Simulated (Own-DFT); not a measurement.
# Which defects push the lattice out? D0_22 TiAl3

No measurement is shown. These are fixed-geometry runs of a retired plane-wave code named Own-DFT, which no person has reviewed; spin and spin-orbit coupling are neglected.

All runs used: PBE; PseudoDojo norm-conserving scalar-relativistic files; cutoff 42 hartree; 4 x 4 x 4 k mesh centred on Gamma; cold (Marzari-Vanderbilt) smearing of 0.2 eV.

Keep in mind: forces on such cells failed a check on a denser k mesh; stress not checked against mesh or cutoff.

All runs share one cell, with vectors in Å (-2.365, -6.981, 4.326); (-7.667, 3.491, 1.442); (-2.950, -3.488, -7.241) and a volume of 625.4 Å³. The atoms are randomly displaced, by u rms on each axis. The defect's site can differ from row to row.

| cell | formula | u (Å) | P (GPa) |
|---|---|---|---|
| no defect | Al30Ti10 | 0.0199 | 1.98 |
| no defect | Al30Ti10 | 0.0213 | 2.00 |
| no defect | Al30Ti10 | 0.0543 | 2.69 |
| two Al vacancies | Al28Ti10 | 0.0277 | 1.32 |
| two Al vacancies | Al28Ti10 | 0.0292 | 1.23 |
| two Al vacancies | Al28Ti10 | 0.0486 | 1.59 |
| two Ti on an Al site each | Al28Ti12 | 0.0307 | 3.09 |
| two Ti on an Al site each | Al28Ti12 | 0.0458 | 3.55 |
| two Ti on an Al site each | Al28Ti12 | 0.0495 | 3.77 |
| one Ti vacancy | Al30Ti9 | 0.0300 | 1.84 |
| one Ti vacancy | Al30Ti9 | 0.0318 | 1.82 |
| one Ti vacancy | Al30Ti9 | 0.0552 | 2.53 |
| two Al on a Ti site each | Al32Ti8 | 0.0304 | 2.92 |
| two Al on a Ti site each | Al32Ti8 | 0.0317 | 2.93 |
| two Al on a Ti site each | Al32Ti8 | 0.0496 | ? |
| two Al on a Ti site each | Al32Ti8 | 0.0526 | 3.46 |

## What the rows give

P = P0 + c u² + a shift for each defect gives P0 = 1.84 GPa, c = 301 ± 22 GPa/Å² and a scatter of 0.08 GPa. The shifts, and each times the cell's volume:

- two Ti on an Al site each: 1.07 ± 0.07 GPa, 4.2 eV (2.1 eV for each of its 2 sites)
- two Al on a Ti site each: 0.79 ± 0.06 GPa, 3.1 eV (1.5 eV for each of its 2 sites)
- one Ti vacancy: -0.28 ± 0.06 GPa, -1.1 eV
- two Al vacancies: -0.86 ± 0.06 GPa, -3.4 eV (-1.7 eV for each of its 2 sites)

Positive is outwards. The product with the volume (160.2 GPa Å³ to the eV) is nearly free of the cell's size; divided by the bulk modulus at the cell's pressure it gives the volume that the defect adds. The atoms around the defects weren't relaxed, which would change these numbers.

## Withheld run

Asked: what pressure belongs in the blank (two Al on a Ti site each, u = 0.0496 Å)?

The fit gives 3.37 ± 0.09 GPa. DFT gave 3.37 GPa.
